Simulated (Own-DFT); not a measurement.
# Same atoms, different arrangement: As32Ga32, 64 atoms

These are calculations, not measurements. The program, named Own-DFT, is a retired in-house plane-wave density functional code that no person has reviewed. Each row is one single-point run on a periodic cell that was not relaxed, without spin or spin-orbit coupling.

Settings of every run: PBE; PseudoDojo norm-conserving scalar-relativistic files; cutoff 42 hartree; 3 x 3 x 3 k mesh centred on Gamma; Fermi-Dirac smearing of 0.1 eV.

Known limits, some of them of some rows only: not probed for a lower state with spin; forces on such cells failed a check on a denser k mesh; forces not confirmed at this smearing and k mesh; stress not checked against mesh or cutoff.

All cells hold the same atoms in the same cell, with vectors in Å (11.307, 0.000, 0.000); (0.000, 11.307, 0.000); (0.000, 0.000, 11.307). Every atom was moved at random from its ideal site; u is the rms move along one axis. The defect's site can differ from row to row. E is the free energy of the cell above the lowest run. The arrangements:

- A: zincblende GaAs
- B: zincblende GaAs, with one As on a Ga site and one Ga on an As site, 2.4 Å apart

| arrangement | u (Å) | E (eV) | P (GPa) |
|---|---|---|---|
| A | 0.0193 | 0.000 | 3.52 |
| A | 0.0211 | 0.041 | 3.53 |
| A | 0.0221 | 0.115 | 3.54 |
| A | 0.0486 | 1.899 | 3.90 |
| A | 0.0502 | 2.036 | 3.96 |
| A | 0.0518 | 1.915 | 3.90 |
| B | 0.0293 | 3.033 | 3.96 |
| B | 0.0296 | 3.099 | 3.97 |
| B | 0.0304 | 3.183 | 3.96 |
| B | 0.0492 | 4.453 | 4.23 |
| B | 0.0506 | 4.475 | 4.21 |
| B | 0.0528 | 5.217 | 4.37 |

Question: once the cost of the random moves is taken out, how do the arrangements rank?

## Worked answer

Fit E = a + b u², with one b for all and one a for each arrangement, and with residuals divided by u², since the noise grows with the moves. Then b = 925 eV/Å², the scatter at u = 0.04 Å is 0.11 eV, and against A:

- B: 2.64 ± 0.04 eV (higher)

These are energies of unrelaxed cells. Relaxing the atoms lowers the strained arrangements most, so the gaps would shrink and small ones could change sign.
